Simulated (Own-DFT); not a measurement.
Simulation results for Al₃GaN₄ (wurtzite random alloy, strained, atoms displaced)

All values are calculated (Own-DFT development build). A calculation, not a measurement: plane-wave PBE density functional theory by an unreviewed code, no spin, of a simulated periodic cell, stress positive in tension, free energy of the whole cell less one offset for each atom, forces on such cells passed a denser k mesh, this cell's mesh not checked; offsets are fitted by least squares, one for each functional and potential file, so energies compare only between cells with the same atoms and settings and are not formation energies; the far tail of each file's local potential was reset to the Coulomb form; each entry is a single point on an unrelaxed cell, so the pressure reflects the starting lattice, mostly measured values, from which strain is counted, and rises with the displacements; printed positions are rounded, which can move forces by about a meV/angstrom; the program is a retired in-house code; no spin-orbit coupling.

## Al₃GaN₄ (wurtzite random alloy, strained, atoms displaced)

```
CELL_PARAMETERS angstrom
9.13540 0.00000 0.00000
-4.56770 7.91150 0.00000
0.00000 0.00000 10.06550
ATOMIC_POSITIONS crystal
Al 0.12279 0.22204 0.01007
Al 0.21640 0.10033 0.25032
N 0.11223 0.21010 0.18932
N 0.21957 0.12099 0.43321
Al 0.11333 0.23061 0.49352
Al 0.22344 0.11794 0.74666
N 0.12176 0.23468 0.68936
N 0.21973 0.11473 0.93969
Ga 0.12289 0.56405 0.00446
Al 0.22023 0.45550 0.25828
N 0.12269 0.55935 0.19004
N 0.22371 0.44074 0.44351
Al 0.11200 0.56066 0.49317
Al 0.22185 0.43217 0.75769
N 0.11197 0.55989 0.68310
N 0.21201 0.43945 0.93695
Al 0.10972 0.89077 0.00636
Al 0.21766 0.77136 0.25175
N 0.11056 0.89577 0.19318
N 0.22312 0.77609 0.43300
Al 0.11781 0.89490 0.49939
Al 0.21680 0.77672 0.75280
N 0.10742 0.87749 0.68715
N 0.22881 0.77720 0.94305
Al 0.45288 0.22707 0.01140
Al 0.55353 0.11215 0.25151
N 0.43987 0.22261 0.18455
N 0.56455 0.11857 0.43894
Al 0.46641 0.22996 0.49814
Al 0.55453 0.11913 0.75466
N 0.43816 0.22203 0.69301
N 0.55271 0.10621 0.94427
Al 0.45637 0.56226 0.00441
Al 0.55305 0.44386 0.24528
N 0.44051 0.55284 0.18841
N 0.55128 0.44486 0.44679
Al 0.44236 0.55177 0.49387
Ga 0.55175 0.44164 0.75266
N 0.43971 0.55175 0.69712
N 0.54599 0.43894 0.94057
Al 0.43691 0.89399 0.00626
Al 0.55131 0.77473 0.24985
N 0.44868 0.88633 0.19848
N 0.55867 0.77464 0.43636
Ga 0.44199 0.88242 0.50128
Ga 0.54564 0.78323 0.75042
N 0.44271 0.88753 0.68610
N 0.55962 0.78165 0.94265
Ga 0.77952 0.22666 0.99891
Ga 0.88301 0.10073 0.25143
N 0.78498 0.22099 0.19248
N 0.89716 0.11161 0.44705
Al 0.78715 0.22269 0.49810
Al 0.90050 0.11684 0.74928
N 0.77700 0.21778 0.68846
N 0.89037 0.11000 0.94553
Al 0.78077 0.56404 0.99014
Ga 0.88716 0.44300 0.24814
N 0.76858 0.55130 0.19252
N 0.88539 0.43868 0.44106
Al 0.78157 0.56341 0.49946
Al 0.89201 0.44428 0.75080
N 0.77076 0.55507 0.69523
N 0.89269 0.44232 0.94571
Ga 0.78138 0.89845 0.99665
Al 0.88628 0.78108 0.24576
N 0.77183 0.88164 0.19269
N 0.89271 0.78147 0.43432
Al 0.76422 0.87556 0.49277
Ga 0.89218 0.77851 0.74344
N 0.78588 0.89604 0.69616
N 0.88642 0.78196 0.94059
```

- functional: PBE
- potential files: PseudoDojo norm-conserving, scalar-relativistic, standard set with the stringent files for Ga
- wave cutoff: 96 hartree
- occupations: Gaussian
- smearing width: 0.01 eV
- k mesh: 4 x 4 x 3 centred on Gamma
- free energy of cell above offsets: -18.829 eV
- pressure: 19.93 GPa
- stress xx: -23.06 GPa
- stress yy: -26.13 GPa
- stress zz: -10.59 GPa
- stress yz: 0.53 GPa
- stress xz: -0.32 GPa
- stress xy: 1.42 GPa

Force:
```csv
element,x (eV/Å),y (eV/Å),z (eV/Å)
Al,-2.565,0.705,-0.899
Al,0.295,3.125,1.15
N,-0.892,2.34,0.901
N,2.708,-1.175,1.203
Al,1.005,-1.723,1.968
Al,-0.375,-1.711,1.004
N,-0.495,-3.16,-1.74
N,2.322,-1.177,-0.601
Ga,-0.595,-2.006,-0.295
Al,2.806,-3.275,-0.553
N,-2.1,0.25,0.577
N,-1.481,2.597,-1.595
Al,0.087,-1.234,1.827
Al,-1.247,3.841,-0.315
N,0.398,-0.718,0.633
N,2.648,-0.102,1.141
Al,0.017,0.321,-1.095
Al,0.01,2.022,-0.406
N,1.091,-3.593,-1.226
N,-1.21,0.349,0.152
Al,-0.665,0.353,-0.38
Al,1.489,-0.56,-0.024
N,1.151,3.19,-0.968
N,-2.358,2.104,-1.196
Al,-1.183,-0.935,-2.974
Al,0.772,0.233,-0.058
N,0.869,-0.611,2.577
N,0.7,-1.04,-0.722
Al,-3.41,-0.794,1.213
Al,0.829,-1.185,-0.34
N,1.636,-1.199,-1.802
N,-1.147,0.904,-0.924
Al,-2.146,-0.445,-0.922
Al,-0.762,-0.442,1.526
N,-0.234,0.19,0.639
N,1.809,0.61,-1.966
Al,-0.276,0.457,2.561
Ga,-0.646,0.546,0.33
N,-0.733,0.791,-2.221
N,1.738,0.749,1.194
Al,2.981,-0.786,0.669
Al,1.099,-0.478,-0.023
N,-2.209,0.85,-1.233
N,-1.645,-1.424,-0.757
Ga,0.233,1.264,-0.369
Ga,3.309,-1.311,1.285
N,-2.965,2.144,0.733
N,-2.365,-0.502,0.439
Ga,0.849,-1.613,1.069
Ga,1.27,1.038,0.837
N,-2.386,-0.526,-0.382
N,-1.497,-1.39,-0.585
Al,-0.514,-0.617,1.089
Al,-0.834,-0.201,0.804
N,-0.337,0.72,0.39
N,1.258,3.158,-2.033
Al,-0.097,-1.674,1.266
Ga,0.079,0.414,0.479
N,0.76,1.485,-1.644
N,0,1.638,0.094
Al,0.041,-0.983,0.45
Al,-0.076,-0.005,-0.172
N,2.33,-1,-1.738
N,-1.508,2.735,-1.85
Ga,-0.334,-1.629,1.323
Al,0.668,-1.196,0.783
N,-0.562,-0.753,-0.444
N,0.156,-0.274,0.337
Al,2.963,2.907,2.4
Ga,-1.354,-0.04,1.678
N,-1.487,-0.16,-2.275
N,2.31,-0.384,0.006
```
